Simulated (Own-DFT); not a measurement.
Ti$_{7}$Si$_{13}$ (C49 TiSi2 crystal with substituted atoms, atoms displaced) (calculated)

A calculation, not a measurement: plane-wave density functional theory by an unreviewed code, no spin, of a simulated periodic cell, stress positive in tension, run twice, with PBE and with PBEsol, both on files made for PBE, so the change isn't that of files made for PBEsol, forces on such cells moved up to 12 meV/angstrom on a denser k mesh; the far tail of each file's local potential was reset to the Coulomb form; each entry is a single point on an unrelaxed cell, so the pressure reflects the starting lattice, taken from the Materials Project, from which strain is counted, and rises with the displacements; printed positions are rounded, which can move forces by about a meV/angstrom; the program, named Own-DFT, is a retired in-house code; no spin-orbit coupling; stress was not checked against mesh or cutoff. Program: Own-DFT development build.

### Ti$_{7}$Si$_{13}$ (C49 TiSi2 crystal with substituted atoms, atoms displaced)

```xyz
60
Lattice="5.2953 -6.7593 3.5652 7.0604 0.0000 -7.1303 5.2953 6.7593 3.5652" Properties=species:S:1:pos:R:3 Ti7Si13
Ti    12.3590    -5.3208    -2.6511
Ti    14.1459    -1.3664    -0.8720
Si    12.2983    -0.7623    -2.7081
Ti     8.8040     0.7947    -4.4599
Si     7.0310    -3.3956     4.4595
Si    12.3939    -3.3967    -0.8959
Ti     8.7952    -5.3726     0.8940
Ti    10.5817    -1.4318     2.7170
Si     8.8564    -0.7672     0.9008
Si     5.2525     0.7973    -0.8760
Si    10.5940    -3.3516     0.9183
Si     8.7983    -3.3751     2.7235
Ti    14.0930     1.4054     0.8108
Ti    10.5958    -1.4395    -0.8971
Si     8.8502    -0.8113    -2.6825
Si    10.5623    -5.9900    -0.8594
Si    10.5964    -3.3874    -2.6694
Si     8.8501    -3.3890    -0.9212
Ti     7.0790     1.3671     4.4198
Ti    10.6324    -1.3924    -4.4540
Si     1.7789    -0.8110     0.8983
Si    15.9373     0.8074    -0.9195
Si     8.8079     3.3562     4.4247
Si    14.0701     3.3854    -0.9019
Ti    10.5975     1.4278     4.4668
Ti     7.0641    -1.3876     2.6724
Si     5.2757    -0.8113     0.9075
Si     7.0927    -5.9562     2.6842
Si     7.0516    -3.3315     0.8587
Si     5.3150    -3.3826     2.5983
Ti    10.5365     1.4120     0.8784
Ti     7.0562    -1.4414    -0.8928
Si     5.3008    -0.7423    -2.6308
Si    12.3338     0.7918     2.6528
Si     7.1176    -3.3726    -2.7372
Si     5.2854    -3.3423    -0.8695
Ti    10.5999     1.4324    -2.6593
Ti     7.0390    -1.4373    -4.4723
Si    10.5549     5.9602    -2.7159
Si    12.3698     0.7914    -0.8765
Si    12.3645     3.4027    -2.6452
Si    10.5705     3.3426    -0.9221
Ti     7.0635     1.4033     0.9033
Ti     3.5867    -1.3454    -0.8724
Si     7.0980     5.9595     0.9000
Si     8.8614     0.8058     2.6895
Si     8.7922     3.4188     0.8792
Si     7.0080     3.3739     2.6567
Ti     7.0779     1.3385    -2.6190
Ti     8.8088     5.3389    -0.8873
Si    12.3498    -0.7804     0.9329
Si     8.8552     0.7746    -0.8867
Si     8.8482     3.3793    -2.6600
Si     7.0557     3.3796    -0.8440
Ti     3.5105     1.4057     0.8855
Ti     5.3031     5.3607     2.6824
Si     8.8595    -0.7971     4.4730
Si     5.2827     0.7457     2.6732
Si     5.2498     3.3952     0.9744
Si    10.5769     3.3354    -4.4488
```

```
functional                                        : PBE, then PBEsol
potential files                                   : PseudoDojo norm-conserving, scalar-relativistic, standard set
wave cutoff                                       : 42 hartree
occupations                                       : cold (Marzari-Vanderbilt)
smearing width                                    : 0.2 eV
k mesh                                            : 4 x 4 x 4 centred on Gamma
PBE pressure                                      : 3.3 GPa
PBE stress xx                                     : -2.64 GPa
PBE stress yy                                     : -2.3 GPa
PBE stress zz                                     : -4.97 GPa
PBE stress yz                                     : -0.04 GPa
PBE stress xz                                     : -0.1 GPa
PBE stress xy                                     : -0.09 GPa
PBEsol pressure                                   : -0.08 GPa
PBEsol stress xx                                  : 0.83 GPa
PBEsol stress yy                                  : 1.31 GPa
PBEsol stress zz                                  : -1.89 GPa
PBEsol stress yz                                  : -0.04 GPa
PBEsol stress xz                                  : -0.1 GPa
PBEsol stress xy                                  : -0.09 GPa
rms change of force components from PBE to PBEsol : 0.021 eV/Å
```

Force:
```csv
force element,PBE force x (eV/Å),PBE force y (eV/Å),PBE force z (eV/Å),PBEsol force x (eV/Å),PBEsol force y (eV/Å),PBEsol force z (eV/Å)
Ti,-1.034,-1.197,-1.47,-0.988,-1.205,-1.425
Ti,-0.608,-0.336,-0.484,-0.602,-0.318,-0.476
Si,0.735,-0.376,0.961,0.724,-0.432,0.96
Ti,0.104,3.685,0.313,0.101,3.644,0.306
Si,0.162,0.123,0.209,0.16,0.113,0.208
Si,-0.068,-0.148,0.326,-0.075,-0.151,0.324
Ti,0.201,0.189,-0.178,0.2,0.16,-0.172
Ti,0.189,0.431,-0.189,0.188,0.439,-0.189
Si,-0.231,-0.285,0.044,-0.227,-0.336,0.046
Si,0.448,0.527,0.29,0.437,0.577,0.295
Si,-0.02,-0.405,-0.082,-0.023,-0.395,-0.084
Si,0.134,-0.13,-0.414,0.136,-0.131,-0.414
Ti,0.604,-0.305,0.978,0.595,-0.317,0.971
Ti,0.102,0.593,0.316,0.098,0.604,0.312
Si,-0.167,-0.19,0.526,-0.167,-0.199,0.466
Si,0.348,0.145,-0.605,0.342,0.196,-0.607
Si,0.076,0.014,-0.192,0.084,0.013,-0.2
Si,-0.186,-0.214,0.242,-0.189,-0.21,0.247
Ti,-0.292,0.235,0.306,-0.289,0.219,0.304
Ti,-0.515,-0.494,-0.198,-0.524,-0.452,-0.196
Si,-0.049,-0.105,-0.555,-0.047,-0.114,-0.495
Si,-0.291,0.261,0.411,-0.287,0.315,0.41
Si,-0.096,0.26,0.12,-0.098,0.254,0.125
Si,0.888,-0.212,-0.246,0.898,-0.212,-0.243
Ti,0.319,-0.516,-0.302,0.313,-0.522,-0.302
Ti,0.033,0.182,0.018,0.025,0.199,0.014
Si,0.472,0.026,-0.322,0.466,-0.029,-0.325
Si,-0.419,-0.135,-0.035,-0.412,-0.08,-0.034
Si,0.426,-0.356,0.186,0.433,-0.35,0.182
Si,-0.257,0.158,0.684,-0.26,0.153,0.688
Ti,0.716,-0.133,0.205,0.708,-0.155,0.203
Ti,0.259,0.774,0.161,0.251,0.782,0.162
Si,0.024,-0.578,-0.505,0.025,-0.635,-0.498
Si,0.104,0.35,0.311,0.1,0.406,0.32
Si,-0.799,-0.093,0.715,-0.809,-0.089,0.72
Si,0.022,-0.333,-0.506,0.029,-0.327,-0.515
Ti,0.765,-1.178,0.885,0.73,-1.188,0.848
Ti,-0.273,0.597,0.089,-0.246,0.616,0.088
Si,0.398,0.155,0.658,0.39,0.102,0.654
Si,-0.401,0.018,-0.479,-0.394,0.07,-0.475
Si,-0.118,-0.278,-0.527,-0.127,-0.272,-0.529
Si,0.127,0.369,0.476,0.129,0.359,0.48
Ti,-0.025,-0.244,0.054,-0.019,-0.253,0.061
Ti,-0.876,-0.601,-0.25,-0.862,-0.575,-0.249
Si,-0.304,0.125,0.044,-0.299,0.077,0.042
Si,-0.284,0.017,-0.077,-0.282,0.07,-0.075
Si,0.363,-0.209,0.351,0.372,-0.208,0.351
Si,0.539,-0.001,0.225,0.54,-0.006,0.226
Ti,-1.02,-0.002,0.636,-0.983,-0.032,0.593
Ti,0.401,0.584,0.011,0.396,0.594,0.01
Si,-0.129,-0.278,-0.626,-0.125,-0.336,-0.63
Si,-0.297,-0.021,-0.072,-0.292,0.037,-0.076
Si,-0.423,-0.246,-0.34,-0.424,-0.246,-0.338
Si,-0.193,-0.245,-0.351,-0.197,-0.245,-0.35
Ti,0.927,-0.754,-0.715,0.889,-0.771,-0.675
Ti,0.093,0.265,-0.017,0.085,0.271,-0.023
Si,-0.323,-0.065,-0.171,-0.319,-0.118,-0.172
Si,-0.128,0.643,-0.268,-0.123,0.699,-0.271
Si,0.204,-0.202,-0.707,0.205,-0.197,-0.719
Si,-0.357,0.144,0.134,-0.36,0.135,0.141
```
